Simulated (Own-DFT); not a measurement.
## Calculated data, Hf36O71 (tetragonal hafnia with one neutral oxygen vacancy, atoms displaced)

Computed with Own-DFT development build. A calculation, not a measurement: plane-wave PBE and HSE06 DFT by an unreviewed code, no spin, of a simulated cell at Gamma alone, so results move with cell size and shape, stress positive in tension, energies less offsets, not probed for a lower state with spin; hafnium file: forces about 75 meV/angstrom off all-electron values; oxygen file: force components 24 meV/angstrom off all-electron in a glass; k mesh not checked against a denser one; forces and stress are PBE's, HSE06 gives the energy alone, and its difference from PBE has offsets of its own; offsets are fitted by least squares, one for each functional and potential file, so energies compare only between cells with the same atoms and settings and are not formation energies; the far tail of each file's local potential was reset to the Coulomb form; each entry is a single point on an unrelaxed cell, so the pressure reflects the starting lattice, taken from the Materials Project, from which strain is counted, and rises with the displacements; printed positions are rounded, which can move forces by about a meV/angstrom; the program is a retired in-house code; no spin-orbit coupling.

Settings shared by all entries: first functional PBE; second functional HSE06; exact exchange share 0.25; screening 0.11 1/bohr; exchange divergence Gygi-Baldereschi; potential files PseudoDojo norm-conserving, scalar-relativistic, made for PBE, standard set; wave cutoff 48 hartree; occupations fixed; k mesh 1 x 1 x 1 centred on Gamma.

(1) Hf36O71 (tetragonal hafnia with one neutral oxygen vacancy, atoms displaced)

```cif
# cell vector a (Å): 10.7800 0.0000 0.0000
# cell vector b (Å): 0.0000 10.7800 0.0000
# cell vector c (Å): 0.0000 0.0000 10.4493
data_Hf36O71
_symmetry_space_group_name_H-M 'P 1'
_symmetry_Int_Tables_number 1
_cell_length_a 10.7800
_cell_length_b 10.7800
_cell_length_c 10.4493
_cell_angle_alpha 90.000
_cell_angle_beta 90.000
_cell_angle_gamma 90.000
_cell_volume 1214.30
loop_
_atom_site_label
_atom_site_type_symbol
_atom_site_fract_x
_atom_site_fract_y
_atom_site_fract_z
_atom_site_occupancy
Hf1 Hf 0.99845 0.99743 0.00395 1
Hf2 Hf 0.16654 0.17061 0.25021 1
O1 O 0.00318 0.16462 0.15149 1
O2 O 0.16043 0.99449 0.34507 1
O3 O 0.99672 0.16068 0.40255 1
O4 O 0.16642 0.99722 0.09620 1
Hf3 Hf 0.00416 0.00230 0.50277 1
Hf4 Hf 0.16813 0.16426 0.74389 1
O5 O 0.00118 0.16288 0.65841 1
O6 O 0.16772 0.00051 0.84999 1
O7 O 0.00234 0.16710 0.89987 1
O8 O 0.16344 0.00462 0.59715 1
Hf5 Hf 0.99859 0.33457 0.00045 1
Hf6 Hf 0.17091 0.49952 0.25184 1
O9 O 0.00109 0.50432 0.15109 1
O10 O 0.16519 0.33658 0.34875 1
O11 O 0.00463 0.50012 0.40245 1
O12 O 0.17024 0.33213 0.09568 1
Hf7 Hf 0.00174 0.33178 0.49892 1
Hf8 Hf 0.16487 0.49727 0.75400 1
O13 O 0.00084 0.49438 0.65033 1
O14 O 0.16610 0.33188 0.85223 1
O15 O 0.99619 0.49868 0.89939 1
O16 O 0.16424 0.33712 0.59873 1
Hf9 Hf 0.99939 0.66669 0.99967 1
Hf10 Hf 0.16680 0.83239 0.25075 1
O17 O 0.00100 0.83521 0.15038 1
O18 O 0.17007 0.66781 0.34802 1
O19 O 0.99835 0.83494 0.40350 1
O20 O 0.16276 0.66557 0.09648 1
Hf11 Hf 0.99751 0.66839 0.49563 1
Hf12 Hf 0.16860 0.83087 0.74801 1
O21 O 0.00313 0.83581 0.64893 1
O22 O 0.16640 0.66384 0.85497 1
O23 O 0.00152 0.83358 0.90247 1
O24 O 0.16621 0.66588 0.60154 1
Hf13 Hf 0.33759 0.00233 0.00406 1
Hf14 Hf 0.49882 0.16809 0.24915 1
O25 O 0.32511 0.16845 0.15424 1
O26 O 0.49519 0.99755 0.34608 1
O27 O 0.33439 0.16853 0.40310 1
O28 O 0.50353 0.00181 0.09492 1
Hf15 Hf 0.33599 0.00245 0.50035 1
Hf16 Hf 0.50227 0.16634 0.75119 1
O29 O 0.33198 0.16668 0.64961 1
O30 O 0.50469 0.99818 0.84783 1
O31 O 0.33671 0.16692 0.90023 1
O32 O 0.49761 0.00304 0.60078 1
Hf17 Hf 0.33345 0.33703 0.00069 1
Hf18 Hf 0.49834 0.50611 0.25231 1
O33 O 0.33270 0.49961 0.14913 1
O34 O 0.50511 0.33391 0.34835 1
O35 O 0.33284 0.49993 0.40389 1
O36 O 0.50724 0.33609 0.09825 1
Hf19 Hf 0.33647 0.33455 0.50476 1
Hf20 Hf 0.50109 0.49891 0.74927 1
O37 O 0.33296 0.49731 0.65857 1
O38 O 0.50144 0.32929 0.84670 1
O39 O 0.33293 0.50002 0.90189 1
O40 O 0.50082 0.33550 0.59781 1
Hf21 Hf 0.33229 0.66501 0.00383 1
Hf22 Hf 0.50077 0.83782 0.24751 1
O41 O 0.33131 0.83531 0.14986 1
O42 O 0.49805 0.66736 0.34323 1
O43 O 0.33506 0.83366 0.39992 1
O44 O 0.49738 0.67096 0.09373 1
Hf23 Hf 0.33356 0.66953 0.50329 1
Hf24 Hf 0.50038 0.83284 0.74873 1
O45 O 0.50076 0.66825 0.84393 1
O46 O 0.32814 0.83557 0.90178 1
O47 O 0.49869 0.66726 0.60041 1
Hf25 Hf 0.65984 0.00162 0.00014 1
Hf26 Hf 0.83312 0.16991 0.24831 1
O48 O 0.66564 0.16274 0.15758 1
O49 O 0.83613 0.99503 0.34734 1
O50 O 0.67125 0.16653 0.39829 1
O51 O 0.83158 0.99824 0.09918 1
Hf27 Hf 0.66565 0.00276 0.49855 1
Hf28 Hf 0.83329 0.16313 0.75150 1
O52 O 0.66549 0.17006 0.65166 1
O53 O 0.83342 0.99909 0.85484 1
O54 O 0.66561 0.16715 0.90184 1
O55 O 0.83228 0.00187 0.59687 1
Hf29 Hf 0.67183 0.33353 0.99569 1
Hf30 Hf 0.83009 0.50064 0.24802 1
O56 O 0.66061 0.49845 0.15124 1
O57 O 0.83741 0.33636 0.35244 1
O58 O 0.66324 0.49921 0.40466 1
O59 O 0.83887 0.33531 0.09678 1
Hf31 Hf 0.66684 0.32873 0.49680 1
Hf32 Hf 0.83225 0.50186 0.75258 1
O60 O 0.66394 0.50163 0.64816 1
O61 O 0.83381 0.33336 0.84493 1
O62 O 0.66962 0.49819 0.90040 1
O63 O 0.83196 0.34347 0.59446 1
Hf33 Hf 0.66673 0.66917 0.99705 1
Hf34 Hf 0.83173 0.83502 0.25052 1
O64 O 0.67097 0.83314 0.15786 1
O65 O 0.83124 0.66533 0.34895 1
O66 O 0.66988 0.83323 0.40333 1
O67 O 0.83284 0.66626 0.10059 1
Hf35 Hf 0.66630 0.66896 0.49917 1
Hf36 Hf 0.83386 0.83319 0.74763 1
O68 O 0.66493 0.82955 0.64321 1
O69 O 0.83403 0.66546 0.84428 1
O70 O 0.66279 0.83290 0.90452 1
O71 O 0.83109 0.66754 0.59579 1
```

Results for Hf36O71 (tetragonal hafnia with one neutral oxygen vacancy, atoms displaced): PBE energy of cell above offsets -100.839 eV; HSE06 less PBE above offsets -0.123 eV; PBE pressure 0.51 GPa; PBE stress xx -0.64 GPa; PBE stress yy 0.13 GPa; PBE stress zz -1.03 GPa; PBE stress yz -0.1 GPa; PBE stress xz -0.01 GPa; PBE stress xy 0.02 GPa.

Force:
| element | x (eV/Å) | y (eV/Å) | z (eV/Å) |
| --- | --- | --- | --- |
| Hf | 0.491 | 0.406 | -0.536 |
| Hf | -0.807 | -0.841 | 0.304 |
| O | -0.661 | 0.343 | 0.229 |
| O | 0.542 | 1.321 | 0.397 |
| O | 0.208 | 1.326 | 0.01 |
| O | 0.542 | 0.201 | 0.076 |
| Hf | -1.101 | -0.991 | -0.834 |
| Hf | -0.145 | -0.028 | 2.054 |
| O | -0.803 | 0.31 | -1.035 |
| O | 0.031 | -0.118 | -1.062 |
| O | -0.624 | 0.002 | 0.731 |
| O | 1.754 | -0.361 | 0.195 |
| Hf | 1.549 | -0.585 | -0.927 |
| Hf | -1.186 | 0.578 | -0.101 |
| O | -0.112 | -0.452 | 0.363 |
| O | -0.052 | -0.879 | -0.054 |
| O | -0.121 | 0.196 | -0.082 |
| O | -0.831 | 0.278 | 0.595 |
| Hf | -0.721 | 1.008 | 0.247 |
| Hf | -0.276 | 0.024 | -0.236 |
| O | -0.254 | 0.568 | 0.563 |
| O | 0.279 | 0.085 | -0.577 |
| O | -0.028 | 0.226 | 0.294 |
| O | 0.779 | -0.599 | -0.116 |
| Hf | 0.237 | 0.015 | 0.137 |
| Hf | -0.481 | 0.219 | -0.543 |
| O | -0.339 | -0.213 | 0.265 |
| O | -0.067 | -0.238 | 0.093 |
| O | 0.113 | -0.618 | -0.054 |
| O | 0.863 | 0.057 | 0.461 |
| Hf | 0.19 | -0.389 | 0.405 |
| Hf | 0.337 | 0.098 | 1.091 |
| O | -0.733 | -0.142 | 0.645 |
| O | -0.109 | 0.346 | -0.902 |
| O | -0.395 | -0.308 | -0.307 |
| O | 0.333 | 0.572 | -0.242 |
| Hf | -2.316 | -0.295 | -1.294 |
| Hf | -0.359 | 0.924 | 0.153 |
| O | 2.152 | -0.317 | -0.298 |
| O | 0.383 | 1.025 | 0.254 |
| O | -0.041 | 0.044 | -0.143 |
| O | -1.059 | -0.079 | 1.274 |
| Hf | -0.694 | -0.365 | -0.17 |
| Hf | -0.89 | -0.026 | 0.101 |
| O | 0.733 | 0.173 | -0.108 |
| O | 0.005 | 0.168 | 0.043 |
| O | 0.279 | -0.044 | 0.534 |
| O | 0.393 | -0.416 | -0.426 |
| Hf | 0.417 | -0.631 | -0.547 |
| Hf | 0.431 | -1.338 | -0.223 |
| O | 0.436 | 0.17 | 0.294 |
| O | -0.427 | -0.341 | -0.235 |
| O | 0.207 | -0.059 | 0.002 |
| O | -1.067 | -0.777 | -0.357 |
| Hf | -0.555 | 0.195 | -0.043 |
| Hf | 0.057 | -0.026 | -0.112 |
| O | 0.079 | -0.068 | -0.563 |
| O | 0.168 | 0.897 | 0.056 |
| O | 0.356 | 0.039 | 0.363 |
| O | -0.024 | -0.275 | 0.048 |
| Hf | -0.966 | 0.596 | -1.037 |
| Hf | -0.343 | -1.243 | 0.112 |
| O | 0.806 | 0.008 | 0.291 |
| O | 0.143 | 0.94 | 0.428 |
| O | 0.054 | 0.145 | 1.037 |
| O | 0.838 | -0.038 | 0.285 |
| Hf | -0.502 | -0.104 | -0.189 |
| Hf | -0.52 | -0.29 | -0.194 |
| O | 0.109 | -0.302 | 0.326 |
| O | 0.614 | -0.322 | -0.2 |
| O | -0.472 | 0.397 | -0.517 |
| Hf | 2.393 | -0.146 | -0.528 |
| Hf | 0.683 | -1.065 | 0.609 |
| O | 0.233 | 0.221 | -0.666 |
| O | -0.565 | 1.416 | -0.049 |
| O | -0.257 | -0.568 | 0.145 |
| O | -0.329 | 0.342 | -0.048 |
| Hf | 0.758 | -0.814 | 0.083 |
| Hf | 0.544 | 0.083 | 0.293 |
| O | 0.361 | -0.242 | -0.235 |
| O | -0.26 | -0.177 | -1.129 |
| O | 0.147 | -0.221 | 0.079 |
| O | -0.382 | 0.046 | 0.416 |
| Hf | -0.755 | 0.34 | 0.429 |
| Hf | 0.359 | 0.408 | 0.228 |
| O | 1.048 | 0.374 | 0.114 |
| O | -0.267 | -0.46 | -1.075 |
| O | 0.069 | 0.194 | -0.509 |
| O | -1.413 | -0.298 | 0.579 |
| Hf | 0.309 | 1.46 | 0.579 |
| Hf | 0.242 | -0.96 | -1.634 |
| O | 0.168 | 0.201 | 0.837 |
| O | -0.275 | -0.456 | 0.312 |
| O | -0.103 | 0.518 | 0.114 |
| O | 0.202 | -0.912 | 0.05 |
| Hf | 0.008 | -0.617 | 0.562 |
| Hf | 1.239 | -0.135 | 0.221 |
| O | -1.543 | -0.011 | -0.908 |
| O | 0.15 | -0.159 | -0.134 |
| O | -0.545 | 0.637 | -0.307 |
| O | -0.443 | -0.196 | -0.681 |
| Hf | 0.145 | -0.71 | 0.216 |
| Hf | 0.373 | 0.263 | -0.188 |
| O | 0.182 | 0.53 | 1.298 |
| O | -0.281 | 1.06 | 0.471 |
| O | 0.34 | 0.156 | -0.295 |
| O | 0.638 | 0.117 | 0.261 |

(2) Hf36O71 (tetragonal hafnia with one neutral oxygen vacancy, atoms displaced)

```cif
# cell vector a (Å): 10.7800 0.0000 0.0000
# cell vector b (Å): 0.0000 10.7800 0.0000
# cell vector c (Å): 0.0000 0.0000 10.4493
data_Hf36O71
_symmetry_space_group_name_H-M 'P 1'
_symmetry_Int_Tables_number 1
_cell_length_a 10.7800
_cell_length_b 10.7800
_cell_length_c 10.4493
_cell_angle_alpha 90.000
_cell_angle_beta 90.000
_cell_angle_gamma 90.000
_cell_volume 1214.30
loop_
_atom_site_label
_atom_site_type_symbol
_atom_site_fract_x
_atom_site_fract_y
_atom_site_fract_z
_atom_site_occupancy
Hf1 Hf 0.00104 0.99841 0.00080 1
Hf2 Hf 0.16672 0.16171 0.25133 1
O1 O 0.99956 0.16555 0.14767 1
O2 O 0.16874 0.00244 0.34804 1
O3 O 0.00480 0.16936 0.40110 1
O4 O 0.16659 0.99569 0.09573 1
Hf3 Hf 0.99894 0.99990 0.50082 1
Hf4 Hf 0.16227 0.16186 0.75155 1
O5 O 0.00383 0.17093 0.65368 1
O6 O 0.16266 0.99963 0.84936 1
O7 O 0.00226 0.16724 0.90138 1
O8 O 0.16652 0.99959 0.59546 1
Hf5 Hf 0.99944 0.33352 0.00255 1
Hf6 Hf 0.16572 0.50121 0.24600 1
O9 O 0.00324 0.50239 0.15344 1
O10 O 0.16561 0.33679 0.34766 1
O11 O 0.00537 0.49694 0.39751 1
O12 O 0.16402 0.33633 0.09844 1
Hf7 Hf 0.00500 0.33102 0.50147 1
Hf8 Hf 0.16244 0.50079 0.74837 1
O13 O 0.00237 0.50122 0.65439 1
O14 O 0.16561 0.33300 0.84594 1
O15 O 0.99134 0.49486 0.90283 1
O16 O 0.16596 0.32963 0.60107 1
Hf9 Hf 0.99864 0.66726 0.00087 1
Hf10 Hf 0.16468 0.83662 0.24799 1
O17 O 0.00329 0.83410 0.15064 1
O18 O 0.16320 0.66822 0.34860 1
O19 O 0.00095 0.83889 0.40222 1
O20 O 0.16338 0.66623 0.10018 1
Hf11 Hf 0.00105 0.66467 0.50256 1
Hf12 Hf 0.16519 0.82773 0.75182 1
O21 O 0.99723 0.82654 0.65126 1
O22 O 0.16807 0.66776 0.85007 1
O23 O 0.00418 0.83541 0.90451 1
O24 O 0.16665 0.66715 0.59927 1
Hf13 Hf 0.33532 0.00348 0.00630 1
Hf14 Hf 0.50136 0.16482 0.24883 1
O25 O 0.32847 0.17387 0.15305 1
O26 O 0.49948 0.99487 0.34737 1
O27 O 0.33445 0.16832 0.40458 1
O28 O 0.49889 0.99697 0.09761 1
Hf15 Hf 0.33354 0.99844 0.49798 1
Hf16 Hf 0.50575 0.16571 0.74898 1
O29 O 0.33719 0.16239 0.65401 1
O30 O 0.49651 0.00380 0.84880 1
O31 O 0.33096 0.16578 0.89914 1
O32 O 0.49829 0.00094 0.59893 1
Hf17 Hf 0.32903 0.33231 0.00019 1
Hf18 Hf 0.49717 0.49734 0.24884 1
O33 O 0.33505 0.50211 0.15381 1
O34 O 0.50056 0.33034 0.34855 1
O35 O 0.33199 0.50256 0.39941 1
O36 O 0.50376 0.33462 0.09765 1
Hf19 Hf 0.33516 0.33889 0.49895 1
Hf20 Hf 0.49783 0.50173 0.74986 1
O37 O 0.33372 0.49574 0.65520 1
O38 O 0.50019 0.33616 0.84983 1
O39 O 0.33882 0.50397 0.90345 1
O40 O 0.49807 0.32969 0.59939 1
Hf21 Hf 0.33839 0.66788 0.00361 1
Hf22 Hf 0.50702 0.83255 0.25138 1
O41 O 0.33299 0.83479 0.15351 1
O42 O 0.49942 0.66863 0.34873 1
O43 O 0.33472 0.83321 0.39971 1
O44 O 0.49880 0.66721 0.09742 1
Hf23 Hf 0.33689 0.66411 0.50292 1
Hf24 Hf 0.49159 0.83139 0.74686 1
O45 O 0.33530 0.83546 0.65805 1
O46 O 0.49690 0.66541 0.84615 1
O47 O 0.32932 0.83750 0.89970 1
O48 O 0.50122 0.67134 0.59688 1
Hf25 Hf 0.66625 0.00321 0.99929 1
Hf26 Hf 0.83363 0.16666 0.25000 1
O49 O 0.83308 0.00199 0.34690 1
O50 O 0.66684 0.16737 0.40336 1
O51 O 0.82885 0.99943 0.09573 1
Hf27 Hf 0.66880 0.00366 0.50014 1
Hf28 Hf 0.83453 0.16356 0.74876 1
O52 O 0.66351 0.16468 0.65597 1
O53 O 0.83220 0.00072 0.85074 1
O54 O 0.66869 0.16397 0.90327 1
O55 O 0.83559 0.00008 0.59964 1
Hf29 Hf 0.66582 0.33497 0.00029 1
Hf30 Hf 0.83882 0.49878 0.24974 1
O56 O 0.66483 0.50224 0.15281 1
O57 O 0.83140 0.34020 0.34966 1
O58 O 0.66343 0.50241 0.40217 1
O59 O 0.82846 0.33513 0.09246 1
Hf31 Hf 0.67193 0.33428 0.49845 1
Hf32 Hf 0.83279 0.50340 0.75035 1
O60 O 0.66654 0.50096 0.65313 1
O61 O 0.83883 0.32911 0.84667 1
O62 O 0.66568 0.50186 0.90391 1
O63 O 0.83371 0.33526 0.59803 1
Hf33 Hf 0.66743 0.66534 0.00064 1
Hf34 Hf 0.83518 0.83531 0.25383 1
O64 O 0.66651 0.83239 0.15350 1
O65 O 0.83389 0.66358 0.34719 1
O66 O 0.67096 0.83240 0.40302 1
O67 O 0.83930 0.66741 0.10049 1
Hf35 Hf 0.66796 0.66299 0.50148 1
Hf36 Hf 0.84206 0.83315 0.74984 1
O68 O 0.66311 0.83536 0.65126 1
O69 O 0.83445 0.66527 0.84183 1
O70 O 0.66544 0.83333 0.90350 1
O71 O 0.83048 0.66819 0.59305 1
```

Results for Hf36O71 (tetragonal hafnia with one neutral oxygen vacancy, atoms displaced): PBE energy of cell above offsets -100.610 eV; HSE06 less PBE above offsets -0.119 eV; PBE pressure 0.92 GPa; PBE stress xx -1.77 GPa; PBE stress yy 0.53 GPa; PBE stress zz -1.51 GPa; PBE stress yz 0.29 GPa; PBE stress xz -0.5 GPa; PBE stress xy -0.02 GPa.

Force:
| element | x (eV/Å) | y (eV/Å) | z (eV/Å) |
| --- | --- | --- | --- |
| Hf | -0.147 | 0.949 | -0.317 |
| Hf | -0.301 | 1.537 | 0.307 |
| O | -0.21 | -0.033 | 0.747 |
| O | -0.103 | -0.484 | -0.095 |
| O | -0.511 | -0.638 | 0.087 |
| O | -0.008 | 0.492 | 0.74 |
| Hf | 0.806 | 0.562 | -0.172 |
| Hf | 2.083 | 0.488 | 0.127 |
| O | -1.41 | -0.43 | -0.662 |
| O | -0.31 | -0.575 | -0.399 |
| O | -0.071 | -0.348 | 0.269 |
| O | -0.612 | -0.315 | 0.139 |
| Hf | -0.158 | -0.658 | -0.985 |
| Hf | 0.313 | 0.336 | 1.015 |
| O | -0.939 | -0.407 | -0.671 |
| O | 0.263 | -0.83 | -0.198 |
| O | -0.474 | 0.492 | 0.994 |
| O | 0.306 | 0.179 | -0.105 |
| Hf | 0.146 | 0.432 | -0.216 |
| Hf | 1.092 | -0.661 | 0.966 |
| O | -0.863 | 0.397 | -0.714 |
| O | 0.158 | 0.596 | 0.368 |
| O | 0.52 | 1.308 | 0.096 |
| O | 0.474 | 0.601 | -0.532 |
| Hf | 0.744 | -0.46 | 0.046 |
| Hf | 1.112 | -0.974 | 0.441 |
| O | -1.101 | 0.31 | 0.137 |
| O | -0.123 | 0.147 | -0.056 |
| O | -0.33 | -0.726 | 0.127 |
| O | 0.585 | -0.028 | -0.463 |
| Hf | 0.123 | -0.069 | -1.331 |
| Hf | 0.806 | 1.173 | 0.462 |
| O | 1.011 | 0.199 | -0.26 |
| O | -0.517 | -0.834 | -0.24 |
| O | -0.59 | -0.807 | -0.668 |
| O | 0.374 | 0.001 | 0.16 |
| Hf | -0.17 | -0.531 | -1.803 |
| Hf | -0.013 | 0.122 | 0.34 |
| O | 0.996 | -0.476 | -0.153 |
| O | 0.321 | 1.332 | -0.006 |
| O | -0.131 | -0.226 | -0.298 |
| O | 0.551 | 0.952 | 0.615 |
| Hf | 0.361 | 0.761 | 0.508 |
| Hf | -2.445 | 0.241 | 0.533 |
| O | -0.868 | 0.068 | 0.122 |
| O | 0.254 | -0.757 | 0.036 |
| O | -0.148 | 0.484 | 1.249 |
| O | 0.634 | -0.133 | -0.714 |
| Hf | 0.512 | 0 | -0.923 |
| Hf | 0.941 | 0.363 | 0.502 |
| O | -0.351 | -0.187 | -0.456 |
| O | -0.118 | 0.293 | -0.369 |
| O | 0.342 | -0.007 | 0.47 |
| O | -0.729 | -0.662 | 0.374 |
| Hf | -0.194 | -1.382 | 0.511 |
| Hf | 0.256 | -0.917 | 0.669 |
| O | -0.523 | 0.505 | -0.721 |
| O | 0.215 | -0.35 | -0.213 |
| O | -0.496 | -0.646 | 0.38 |
| O | 0.856 | 0.531 | -0.611 |
| Hf | -1.042 | 0.508 | -0.584 |
| Hf | -1.134 | -0.448 | 0.062 |
| O | 0.251 | -0.107 | -0.031 |
| O | -0.01 | -0.624 | -0.132 |
| O | -0.339 | -0.455 | 0.987 |
| O | 0.791 | 0.048 | 0.095 |
| Hf | -0.313 | 0.919 | -1.253 |
| Hf | 2.509 | 1.103 | 1.308 |
| O | -1.943 | -0.357 | -1.388 |
| O | 0.047 | 0.476 | 0.243 |
| O | 0.213 | -0.481 | 0.725 |
| O | -0.5 | -0.496 | 0.296 |
| Hf | -0.39 | -1.246 | -0.489 |
| Hf | -0.426 | 0.348 | -0.461 |
| O | 0.143 | 0.433 | 0.185 |
| O | 0.202 | 0.074 | -0.554 |
| O | 0.693 | 0.432 | 0.734 |
| Hf | -1.121 | -1.549 | 0.73 |
| Hf | 0.132 | 0.679 | 0.735 |
| O | 1.931 | -0.046 | -1.051 |
| O | 0.481 | -0.437 | -0.534 |
| O | -0.062 | 0.98 | 0.472 |
| O | 0.075 | 0.219 | -0.075 |
| Hf | -0.491 | -0.015 | -0.806 |
| Hf | -0.85 | 0.804 | -0.207 |
| O | 0.533 | 0.154 | 0.09 |
| O | -0.068 | -1.58 | -0.311 |
| O | -0.024 | -0.787 | 0.2 |
| O | 0.834 | -0.379 | 1.171 |
| Hf | -1.032 | 0.676 | 0.323 |
| Hf | -0.068 | -1.69 | 0.127 |
| O | -0.076 | 0.04 | -0.101 |
| O | -0.647 | 0.464 | -0.487 |
| O | 0.476 | -0.005 | -0.319 |
| O | 0.23 | -0.239 | -0.236 |
| Hf | -0.092 | 0.8 | 0.266 |
| Hf | -0.519 | -0.792 | -0.47 |
| O | 0.874 | -0.245 | 0.052 |
| O | 0.372 | 0.452 | -0.002 |
| O | 0.18 | 0.38 | -0.08 |
| O | -0.936 | 0.051 | -0.533 |
| Hf | -0.531 | 0.972 | -0.472 |
| Hf | -3.003 | 0.466 | 0.31 |
| O | 0.988 | 0.075 | 0.482 |
| O | 0.258 | 0.829 | 0.721 |
| O | 0.194 | -0.384 | 0.46 |
| O | 1.024 | -0.326 | 0.62 |
